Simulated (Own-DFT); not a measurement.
# PBE and PBEsol under strain: beta-Si3N4, 112 atoms (N64Si48)

Source: density functional calculations with Own-DFT, an unreviewed in-house program that is no longer used. Nothing was measured or relaxed, and spin and spin-orbit coupling are left out.

Known weak points: forces on such cells moved up to 12 meV/angstrom on a denser k mesh; stress not checked against mesh or cutoff.

Each geometry was run with PBE and with PBEsol, otherwise alike: PseudoDojo norm-conserving scalar-relativistic files made for PBE; cutoff 42 hartree; 2 x 2 x 4 k mesh centred on Gamma; Fermi-Dirac smearing of 0.1 eV. Unstrained cell vectors in Å: (15.212, 0.000, 0.000); (-7.606, 13.174, 0.000); (0.000, 0.000, 5.818). Each has a uniform strain, of which the change of volume is shown, and random moves of rms u per axis.

| run | volume change (%) | u (Å) | P with PBE (GPa) | P with PBEsol (GPa) |
|---|---|---|---|---|
| 1 | -3.41 | 0.0464 | 16.96 | 14.48 |
| 2 | -0.89 | 0.0495 | 11.05 | 8.63 |
| 3 | -0.19 | 0.0510 | 10.01 | 7.60 |
| 4 | 0.72 | 0.0546 | 6.60 | 4.20 |
| 5 | -3.14 | 0.0484 | 17.15 | 14.68 |
| 6 | 1.86 | 0.0472 | 3.20 | 0.82 |
| 7 | 1.05 | 0.0490 | 6.40 | 4.02 |
| 8 | -0.98 | 0.0510 | 11.44 | 9.01 |
| 9 | 1.11 | 0.0488 | 5.84 | 3.44 |
| 10 | 1.07 | 0.0479 | 5.30 | ? |

Asked: by how much does PBEsol shrink this cell, and what belongs in the blank?

## Worked answer

Write v for the change of volume as a fraction. Fitted to v and u², the PBE pressure has a slope of -263 ± 10 GPa in v, with the ions held to the strained lattice. The difference PBEsol less PBE is -2.41 + 1.9 v GPa (slope ± 0.1) and averages -2.42 GPa. Divided by the mean slope of the two, 262 GPa, that makes PBEsol's volume at a given pressure, near 9 GPa, about 0.9 % smaller, or 0.31 % in lengths. At one volume PBEsol's slope is the smaller by 2 GPa, but its pressure there is lower too. If stiffness rises by about 4 GPa for each GPa, PBEsol at equal pressure is stiffer by about 8 GPa. Files made for PBEsol would give a different shift.

For run 10 the line gives 2.91 GPa. DFT gave 2.91 GPa.
